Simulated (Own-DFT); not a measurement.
GaP (zincblende, atoms displaced), GaP (zincblende, strained, atoms displaced) (calculated)

All values are calculated (Own-DFT development build). A calculation, not a measurement: plane-wave PBE density functional theory by an unreviewed code, no spin, of a simulated periodic cell, stress positive in tension, free energy of the whole cell less one offset for each atom, forces on such cells passed a denser k mesh, this cell's mesh not checked; offsets are fitted by least squares, one for each functional and potential file, so energies compare only between cells with the same atoms and settings and are not formation energies; the far tail of each file's local potential was reset to the Coulomb form; each entry is a single point on an unrelaxed cell, so the pressure reflects the starting lattice, mostly measured values (interpolated for alloys), from which strain is counted, and rises with the displacements; printed positions are rounded, which can move forces by about a meV/angstrom; the program, named Own-DFT, is a retired in-house code; no spin-orbit coupling.

Settings shared by all entries: functional PBE; potential files PseudoDojo norm-conserving, scalar-relativistic, standard set; wave cutoff 42 hartree; occupations Fermi-Dirac; smearing width 0.1 eV; k mesh 3 x 3 x 3 centred on Gamma.

```yaml
- entry: 1
  formula: GaP
  kind: "zincblende, atoms displaced"
  structure:
    cell_angstrom: [[10.901, 0.0, 0.0], [0.0, 10.901, 0.0], [0.0, 0.0, 10.901]]
    atoms_fractional:
      - [Ga, 0.99946, 0.00178, 0.9968]
      - [Ga, 0.00807, 0.25232, 0.2625]
      - [Ga, 0.23361, 0.01504, 0.23943]
      - [Ga, 0.25007, 0.24575, 0.00833]
      - [P, 0.11269, 0.1236, 0.12361]
      - [P, 0.12379, 0.38967, 0.37763]
      - [P, 0.39031, 0.11386, 0.38169]
      - [P, 0.37626, 0.36654, 0.12555]
      - [Ga, 0.00481, 0.01628, 0.49406]
      - [Ga, 0.01279, 0.25824, 0.73493]
      - [Ga, 0.26917, 0.99724, 0.74785]
      - [Ga, 0.25487, 0.25856, 0.49372]
      - [P, 0.13496, 0.12306, 0.60671]
      - [P, 0.11848, 0.37553, 0.87302]
      - [P, 0.38628, 0.11693, 0.86263]
      - [P, 0.37731, 0.38025, 0.6031]
      - [Ga, 0.99262, 0.51245, 0.99765]
      - [Ga, 0.01482, 0.74879, 0.24178]
      - [Ga, 0.25779, 0.50112, 0.23804]
      - [Ga, 0.25335, 0.75661, 0.01313]
      - [P, 0.11807, 0.64941, 0.12044]
      - [P, 0.1185, 0.87653, 0.36758]
      - [P, 0.3793, 0.61819, 0.36645]
      - [P, 0.37649, 0.87565, 0.13779]
      - [Ga, 0.98359, 0.50472, 0.50003]
      - [Ga, 0.99309, 0.74276, 0.74669]
      - [Ga, 0.23709, 0.5031, 0.74013]
      - [Ga, 0.25813, 0.76287, 0.49935]
      - [P, 0.14821, 0.62325, 0.63274]
      - [P, 0.12503, 0.89467, 0.8788]
      - [P, 0.37777, 0.63598, 0.88599]
      - [P, 0.37781, 0.87846, 0.62301]
      - [Ga, 0.50459, 0.99739, 0.99144]
      - [Ga, 0.50455, 0.26019, 0.2603]
      - [Ga, 0.75813, 0.98856, 0.25877]
      - [Ga, 0.74234, 0.24545, 0.00801]
      - [P, 0.62907, 0.12423, 0.12491]
      - [P, 0.62016, 0.36332, 0.37342]
      - [P, 0.88074, 0.10937, 0.38289]
      - [P, 0.86832, 0.36881, 0.13075]
      - [Ga, 0.52473, 0.99721, 0.51763]
      - [Ga, 0.49729, 0.24978, 0.73935]
      - [Ga, 0.73074, 0.98731, 0.74629]
      - [Ga, 0.74958, 0.25807, 0.49772]
      - [P, 0.60903, 0.12575, 0.62419]
      - [P, 0.62875, 0.37545, 0.868]
      - [P, 0.87364, 0.1096, 0.86888]
      - [P, 0.87242, 0.38573, 0.64343]
      - [Ga, 0.48659, 0.49366, 0.00028]
      - [Ga, 0.50152, 0.75178, 0.25236]
      - [Ga, 0.74776, 0.49689, 0.24926]
      - [Ga, 0.73898, 0.75899, 0.00571]
      - [P, 0.62048, 0.62864, 0.13824]
      - [P, 0.63296, 0.88441, 0.37156]
      - [P, 0.8571, 0.61974, 0.36177]
      - [P, 0.87139, 0.86644, 0.10549]
      - [Ga, 0.47986, 0.49979, 0.50972]
      - [Ga, 0.49706, 0.72016, 0.74079]
      - [Ga, 0.74346, 0.50993, 0.74068]
      - [Ga, 0.74531, 0.75839, 0.50616]
      - [P, 0.63122, 0.63891, 0.62644]
      - [P, 0.62775, 0.88372, 0.87023]
      - [P, 0.87181, 0.61868, 0.87722]
      - [P, 0.86803, 0.86732, 0.61952]
  settings:
    hardware: "one NVIDIA H100"
  results:
    "free_energy_of_cell_above_offsets [eV]": "-23.904"
    "pressure [GPa]": 5.45
    "stress_xx [GPa]": -5.47
    "stress_yy [GPa]": -5.4
    "stress_zz [GPa]": -5.47
    "stress_yz [GPa]": -0.06
    "stress_xz [GPa]": -0.55
    "stress_xy [GPa]": -0.77
    force_element: [Ga, Ga, Ga, Ga, P, P, P, P, Ga, Ga, Ga, Ga, P, P, P, P, Ga, Ga, Ga, Ga, P, P, P, P, Ga, Ga, Ga, Ga, P, P, P, P, Ga, Ga, Ga, Ga, P, P, P, P, Ga, Ga, Ga, Ga, P, P, P, P, Ga, Ga, Ga, Ga, P, P, P, P, Ga, Ga, Ga, Ga, P, P, P, P]
    "force_x [eV/angstrom]": [-1.155, -0.961, 2.292, -0.283, -0.201, 0.337, -1.343, -0.118, 0.858, -0.695, -2.297, -0.158, 0.731, 1.074, -0.685, -2.608, 0.689, -4.0, -1.402, 0.196, 2.116, 0.728, -0.394, -0.12, 0.607, 0.928, 3.272, -0.611, -4.202, 1.177, -1.15, 1.578, -0.211, -1.508, 0.976, 1.267, -1.057, 1.468, -2.056, 1.086, -2.734, -0.374, 2.637, 0.617, 4.017, -0.903, -0.414, 0.135, 1.543, 0.032, -1.166, -0.801, 0.133, -1.594, 2.028, 1.723, 4.347, -1.229, -0.033, 0.228, -0.451, -2.138, -1.397, 1.63]
    "force_y [eV/angstrom]": [0.025, -0.003, -1.425, -0.455, 1.574, -0.3, 0.84, 0.05, -3.27, -1.865, 0.178, -1.163, 0.918, 0.299, 1.748, -2.749, -1.533, 1.687, 0.459, 1.442, -4.564, 0.486, 1.227, 1.2, 0.514, 0.502, -3.174, -0.976, 3.755, -2.149, -1.434, -1.282, 0.132, -3.162, 1.089, 0.108, -0.738, 3.306, 3.211, 0.409, -2.273, 1.409, 2.147, -1.033, 2.164, 0.068, 1.86, -1.063, 0.522, 0.458, -1.214, -1.759, -0.828, -1.719, 1.909, 1.348, 3.118, 3.201, -0.217, -0.588, -2.353, -3.336, 1.609, 1.652]
    "force_z [eV/angstrom]": [0.051, -0.264, 1.825, -1.546, -0.457, -0.274, -0.746, 0.245, 1.457, 0.777, 0.013, -1.449, 1.954, 0.815, 1.563, 5.021, 1.192, 2.214, 0.111, -1.477, -1.811, 0.945, 0.821, -0.907, 0.098, 0.52, 3.504, -1.044, -3.672, -1.203, -0.493, -0.079, 1.438, -1.766, -2.437, -1.689, 1.201, 1.768, -1.804, -0.419, -3.03, 0.85, -1.551, 0.852, 1.414, 0.344, -0.704, -2.327, -0.337, 0.836, -0.506, -1.354, -1.804, 1.368, 1.842, 2.753, -3.098, 1.662, 1.778, -2.513, -1.851, 1.207, -0.708, 0.882]
    "wall_time [s]": 595.4
- entry: 2
  formula: GaP
  kind: "zincblende, strained, atoms displaced"
  structure:
    cell_angstrom: [[10.862, 0.0, 0.0], [0.0, 10.862, 0.0], [0.0, 0.0, 10.9439]]
    atoms_fractional:
      - [Ga, 0.99861, 0.00116, 0.0009]
      - [Ga, 0.99919, 0.25002, 0.24962]
      - [Ga, 0.25006, 0.00125, 0.24853]
      - [Ga, 0.24834, 0.24977, 0.99942]
      - [P, 0.12351, 0.12801, 0.12374]
      - [P, 0.1232, 0.37419, 0.37391]
      - [P, 0.3765, 0.12009, 0.37293]
      - [P, 0.37808, 0.37571, 0.12746]
      - [Ga, 0.99793, 0.99966, 0.50179]
      - [Ga, 0.99972, 0.25017, 0.75162]
      - [Ga, 0.25434, 0.00114, 0.75207]
      - [Ga, 0.24742, 0.25132, 0.49911]
      - [P, 0.1304, 0.12562, 0.63053]
      - [P, 0.12291, 0.3762, 0.87002]
      - [P, 0.37596, 0.12456, 0.87612]
      - [P, 0.375, 0.37793, 0.62713]
      - [Ga, 0.9924, 0.4958, 0.00187]
      - [Ga, 0.00118, 0.75248, 0.24936]
      - [Ga, 0.25169, 0.50188, 0.25003]
      - [Ga, 0.24495, 0.74751, 0.99914]
      - [P, 0.12804, 0.62101, 0.12215]
      - [P, 0.12558, 0.8767, 0.37021]
      - [P, 0.37526, 0.62471, 0.37236]
      - [P, 0.37682, 0.87152, 0.12188]
      - [Ga, 0.00268, 0.50319, 0.49873]
      - [Ga, 0.00225, 0.74639, 0.75285]
      - [Ga, 0.25191, 0.50154, 0.74745]
      - [Ga, 0.25539, 0.74551, 0.50169]
      - [P, 0.12688, 0.62573, 0.62353]
      - [P, 0.12992, 0.87076, 0.87105]
      - [P, 0.37289, 0.62929, 0.8789]
      - [P, 0.37681, 0.87312, 0.62571]
      - [Ga, 0.50136, 0.99916, 0.99773]
      - [Ga, 0.50193, 0.25513, 0.25373]
      - [Ga, 0.74883, 0.00326, 0.25321]
      - [Ga, 0.74684, 0.24763, 0.00013]
      - [P, 0.62304, 0.12671, 0.12374]
      - [P, 0.62587, 0.37335, 0.37028]
      - [P, 0.87727, 0.12591, 0.37519]
      - [P, 0.87238, 0.37878, 0.12628]
      - [Ga, 0.49837, 0.99926, 0.49942]
      - [Ga, 0.49981, 0.24916, 0.74889]
      - [Ga, 0.7498, 0.0022, 0.75253]
      - [Ga, 0.74925, 0.24635, 0.49998]
      - [P, 0.6248, 0.12677, 0.62572]
      - [P, 0.62983, 0.38025, 0.87348]
      - [P, 0.87303, 0.12521, 0.8772]
      - [P, 0.87457, 0.37847, 0.62433]
      - [Ga, 0.49843, 0.50177, 0.0013]
      - [Ga, 0.50144, 0.74869, 0.24711]
      - [Ga, 0.75028, 0.50281, 0.24925]
      - [Ga, 0.74998, 0.74926, 0.00798]
      - [P, 0.62593, 0.61938, 0.12713]
      - [P, 0.62401, 0.87705, 0.37774]
      - [P, 0.87588, 0.62743, 0.37649]
      - [P, 0.87477, 0.8751, 0.12375]
      - [Ga, 0.49967, 0.49503, 0.49939]
      - [Ga, 0.50023, 0.74483, 0.74925]
      - [Ga, 0.74924, 0.50269, 0.7552]
      - [Ga, 0.74856, 0.74829, 0.49844]
      - [P, 0.63147, 0.62303, 0.6235]
      - [P, 0.62701, 0.87607, 0.88133]
      - [P, 0.87699, 0.62118, 0.87452]
      - [P, 0.87267, 0.87681, 0.62325]
  results:
    "free_energy_of_cell_above_offsets [eV]": "-35.223"
    "pressure [GPa]": 3.1
    "stress_xx [GPa]": -3.31
    "stress_yy [GPa]": -3.26
    "stress_zz [GPa]": -2.73
    "stress_yz [GPa]": 0.34
    "stress_xz [GPa]": 0.1
    "stress_xy [GPa]": -0.29
    force_element: [Ga, Ga, Ga, Ga, P, P, P, P, Ga, Ga, Ga, Ga, P, P, P, P, Ga, Ga, Ga, Ga, P, P, P, P, Ga, Ga, Ga, Ga, P, P, P, P, Ga, Ga, Ga, Ga, P, P, P, P, Ga, Ga, Ga, Ga, P, P, P, P, Ga, Ga, Ga, Ga, P, P, P, P, Ga, Ga, Ga, Ga, P, P, P, P]
    "force_x [eV/angstrom]": [0.347, -0.125, 0.107, 0.139, 0.106, 0.224, -0.18, -0.466, 0.675, -0.255, -0.004, 0.432, -0.648, 0.275, 0.129, 0.004, 1.005, 0.084, -0.169, 0.377, -0.847, 0.19, 0.427, -0.377, -0.235, -0.32, -0.168, -0.443, -0.058, -0.638, 0.243, 0.042, -0.215, -0.392, 0.048, 0.206, -0.114, 0.471, -0.138, -0.167, 0.127, 0.136, -0.099, 0.221, -0.165, -0.991, 0.31, -0.016, 0.086, 0.074, 0.262, 0.074, -0.207, 0.05, 0.055, 0.04, 0.293, 0.448, 0.505, 0.199, -0.842, 0.031, -0.293, 0.132]
    "force_y [eV/angstrom]": [-0.353, 0.256, -0.25, 0.467, -0.308, 0.275, 0.892, -0.162, 0.104, -0.046, -0.35, -0.222, -0.153, 0.131, 0.232, -0.562, 0.222, -0.352, -0.391, 0.344, 0.087, -0.181, -0.1, 0.326, -0.312, 0.346, 0.205, 0.637, -0.026, 0.754, -0.669, 0.105, 0.081, -0.868, -0.19, 0.507, -0.135, 0.363, -0.042, -0.933, 0.04, 0.421, -0.307, 0.596, -0.411, -0.733, 0.148, -0.28, -0.236, 0.201, -0.168, -0.276, 0.654, -0.361, -0.095, 0.261, 0.434, 0.41, -0.125, 0.451, -0.112, -0.575, 0.782, -0.447]
    "force_z [eV/angstrom]": [-0.386, -0.126, -0.414, -0.121, 0.088, -0.09, 0.211, -0.317, -0.024, -0.353, -0.18, 0.047, -0.524, 0.686, 0.083, -0.358, -0.33, -0.267, -0.033, 0.303, 0.283, 0.867, 0.33, 0.072, 0.125, -0.521, 0.488, -0.432, 0.088, 0.441, -0.477, 0.064, 0.405, -0.507, -0.351, 0.056, 0.417, 0.873, 0.067, 0.136, 0.374, 0.305, -0.106, -0.019, -0.083, 0.44, -0.17, 0.03, -0.327, 0.266, 0.544, -0.695, -0.204, -0.46, -0.392, 0.547, -0.134, 0.184, -0.807, 0.079, 0.092, -0.815, 0.497, 0.536]
- entry: 3
  formula: GaP
  kind: "zincblende, strained, atoms displaced"
  structure:
    cell_angstrom: [[10.862, 0.0, 0.0], [0.0, 10.862, 0.0], [0.0, 0.0, 10.9439]]
    atoms_fractional:
      - [Ga, 0.99948, 0.0018, 0.00088]
      - [Ga, 0.001, 0.24848, 0.25398]
      - [Ga, 0.24798, 0.99948, 0.24864]
      - [Ga, 0.24955, 0.24952, 0.99789]
      - [P, 0.1255, 0.13234, 0.12762]
      - [P, 0.1255, 0.37268, 0.37668]
      - [P, 0.37459, 0.12225, 0.37582]
      - [P, 0.38115, 0.37682, 0.12391]
      - [Ga, 0.00365, 0.00376, 0.50392]
      - [Ga, 0.00375, 0.24611, 0.7494]
      - [Ga, 0.24539, 0.00058, 0.74597]
      - [Ga, 0.25008, 0.24846, 0.50172]
      - [P, 0.11959, 0.12431, 0.62368]
      - [P, 0.12303, 0.37011, 0.87385]
      - [P, 0.37825, 0.12573, 0.87654]
      - [P, 0.3728, 0.37599, 0.62273]
      - [Ga, 0.99688, 0.5027, 0.00236]
      - [Ga, 0.00238, 0.7497, 0.25302]
      - [Ga, 0.25261, 0.49878, 0.25141]
      - [Ga, 0.2546, 0.74987, 0.99639]
      - [P, 0.12411, 0.62553, 0.12495]
      - [P, 0.12094, 0.87468, 0.3743]
      - [P, 0.37435, 0.6262, 0.37471]
      - [P, 0.37671, 0.87063, 0.12627]
      - [Ga, 0.99916, 0.50109, 0.50097]
      - [Ga, 0.0018, 0.74756, 0.75112]
      - [Ga, 0.25108, 0.50331, 0.7586]
      - [Ga, 0.24961, 0.74945, 0.50117]
      - [P, 0.12292, 0.62211, 0.6241]
      - [P, 0.12611, 0.8786, 0.86756]
      - [P, 0.37713, 0.62126, 0.87543]
      - [P, 0.37152, 0.8743, 0.62231]
      - [Ga, 0.50635, 0.0018, 0.00266]
      - [Ga, 0.50134, 0.25342, 0.2501]
      - [Ga, 0.74497, 0.00226, 0.24848]
      - [Ga, 0.75201, 0.24602, 0.99702]
      - [P, 0.62678, 0.12678, 0.1202]
      - [P, 0.62514, 0.37313, 0.37539]
      - [P, 0.87187, 0.1231, 0.37573]
      - [P, 0.87434, 0.37917, 0.12338]
      - [Ga, 0.49708, 0.00254, 0.50109]
      - [Ga, 0.50161, 0.24449, 0.7495]
      - [Ga, 0.74611, 0.00045, 0.75067]
      - [Ga, 0.74964, 0.24807, 0.49962]
      - [P, 0.62939, 0.1243, 0.62216]
      - [P, 0.62812, 0.37333, 0.87473]
      - [P, 0.87286, 0.12277, 0.8741]
      - [P, 0.875, 0.37442, 0.626]
      - [Ga, 0.49997, 0.50031, 0.99868]
      - [Ga, 0.49835, 0.7499, 0.25242]
      - [Ga, 0.75509, 0.49876, 0.24929]
      - [Ga, 0.74941, 0.75075, 0.0013]
      - [P, 0.62283, 0.62285, 0.12744]
      - [P, 0.6257, 0.87222, 0.37291]
      - [P, 0.87527, 0.62589, 0.37125]
      - [P, 0.87801, 0.87571, 0.12836]
      - [Ga, 0.50358, 0.49668, 0.49969]
      - [Ga, 0.49832, 0.75372, 0.74791]
      - [Ga, 0.75456, 0.50185, 0.74923]
      - [Ga, 0.75135, 0.75205, 0.49871]
      - [P, 0.63068, 0.62442, 0.62542]
      - [P, 0.62264, 0.87291, 0.87341]
      - [P, 0.87064, 0.62921, 0.871]
      - [P, 0.87523, 0.87604, 0.61935]
  results:
    "free_energy_of_cell_above_offsets [eV]": "-35.166"
    "pressure [GPa]": 3.1
    "stress_xx [GPa]": -3.27
    "stress_yy [GPa]": -3.28
    "stress_zz [GPa]": -2.76
    "stress_yz [GPa]": -0.27
    "stress_xz [GPa]": -0.19
    "stress_xy [GPa]": -0.48
    force_element: [Ga, Ga, Ga, Ga, P, P, P, P, Ga, Ga, Ga, Ga, P, P, P, P, Ga, Ga, Ga, Ga, P, P, P, P, Ga, Ga, Ga, Ga, P, P, P, P, Ga, Ga, Ga, Ga, P, P, P, P, Ga, Ga, Ga, Ga, P, P, P, P, Ga, Ga, Ga, Ga, P, P, P, P, Ga, Ga, Ga, Ga, P, P, P, P]
    "force_x [eV/angstrom]": [0.283, -0.575, 0.077, 0.418, 0.019, 0.027, -0.07, -0.846, -0.827, -0.834, 0.755, -0.031, 1.061, 0.033, -0.472, 0.266, 0.153, -0.216, -0.208, -0.552, 0.454, 0.612, 0.155, -0.074, -0.162, -0.301, -0.448, -0.372, 0.483, -0.186, 0.252, 0.211, -0.752, -0.093, 0.367, 0.126, -0.086, 0.467, 0.338, 0.186, 0.522, 0.018, 0.411, 0.267, -0.659, -0.195, 0.431, 0.195, 0.644, 0.216, -0.69, -0.072, 0.265, -0.366, 0.054, -0.326, -0.275, 0.06, -0.416, 0.01, -0.649, 0.19, 0.6, 0.127]
    "force_y [eV/angstrom]": [-0.077, 0.456, -0.158, 0.284, -0.806, 0.309, 0.425, -0.237, -0.648, 0.305, 0.366, 0.02, 0.395, 0.733, -0.567, -0.102, 0.057, -0.091, -0.041, 0.1, 0.053, 0.303, -0.305, 0.75, -0.303, 0.406, -0.696, -0.153, 0.213, -0.458, 0.768, 0.307, -0.542, -0.547, -0.296, 0.718, 0.245, 0.176, 0.044, -1.058, -0.503, 0.709, -0.483, 0.398, -0.129, 0.189, -0.014, -0.22, -0.227, -0.235, 0.091, 0.023, 0.219, 0.522, -0.117, 0.002, 0.481, -0.612, -0.463, -0.273, 0.217, 0.261, -0.215, 0.029]
    "force_z [eV/angstrom]": [0.04, -0.123, -0.029, 0.278, -0.391, 0.013, -0.375, -0.024, -0.884, 0.097, 0.116, -0.139, 0.15, 0.367, -0.201, 0.688, -0.635, -0.44, -0.227, 0.098, -0.1, 0.422, 0.403, -0.29, -0.333, -0.559, -0.974, -0.339, 0.421, 1.074, -0.086, 0.251, -0.281, -0.034, 0.015, 0.152, 0.78, -0.146, -0.094, 0.111, -0.171, -0.277, -0.282, -0.053, 0.256, -0.245, -0.175, -0.133, 0.036, -0.127, 0.109, 0.264, -0.147, 0.311, 0.557, -0.262, 0.109, -0.173, 0.093, -0.158, -0.176, 0.283, 0.709, 0.882]
```
